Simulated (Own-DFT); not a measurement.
# How strain changes the stress of wurtzite GaN, 96 atoms (Ga48N48)

These are calculations, not measurements. They come from Own-DFT, an in-house plane-wave density functional program, since retired, whose code no person has reviewed. Each row is one single-point run on a periodic cell that was not relaxed, without spin or spin-orbit coupling.

Settings of every run: PBE; PseudoDojo norm-conserving scalar-relativistic files (stringent for Ga); cutoff 96 hartree; 3 x 4 x 3 k mesh centred on Gamma; Gaussian smearing of 0.01 eV.

Known limits: forces on such cells passed a denser k mesh, each cell not checked; stress not checked against mesh or cutoff.

Unstrained cell vectors in Å: (12.756, 0.000, 0.000); (-4.784, 8.285, 0.000); (0.000, 0.000, 10.370). The unstrained cell has measured lattice constants (interpolated for alloys), not those of this functional. That, the random moves and any unrelaxed bonds set the pressure at no strain. Each run strains this cell uniformly, with the atoms carried along. Every atom was also moved at random, by a Gaussian of width 0.05 Å on each axis. Strain is the symmetric tensor, in per cent. Stress is positive in tension, and the pressure is minus a third of its trace.

```
run,e_xx (%),e_yy (%),e_zz (%),s_xx (GPa),s_yy (GPa),s_zz (GPa),P (GPa),E (meV/atom)
1,0.00,0.00,-1.00,-9.20,-8.56,-11.05,9.60,35.8
2,0.00,0.00,3.00,-4.52,-5.90,4.84,1.86,16.4
3,0.00,0.00,0.50,-6.26,-6.86,-4.50,5.87,8.8
4,0.00,0.00,1.25,-5.43,-5.99,-2.53,4.65,6.0
5,0.00,0.00,1.00,-6.13,-5.56,-2.58,4.76,0.0
6,0.00,0.00,-0.75,-8.14,-7.21,-11.60,8.98,32.3
7,0.00,0.00,-2.00,-8.68,-7.51,-17.85,11.35,33.4
8,0.00,0.00,-1.50,-7.96,-7.18,-15.17,10.10,21.1
9,0.00,0.00,2.25,?,?,?,?,?
```

E is the free energy for each atom above the lowest run shown.

## Worked fit

The change of volume is close to e_xx + e_yy + e_zz. A straight line through the runs shown gives P = 7.27 - 197 x (fractional change of volume) GPa, with an error of 9 on the slope and a scatter of 0.40 GPa. The strain isn't the same on all axes and the cell isn't cubic, so the slope belongs to this path and is not the bulk modulus.

## Withheld run

Question: what pressure should run 9 give? Its volume changes by 2.25 %.

The line gives 2.8 GPa. The calculation gave 2.72 GPa.
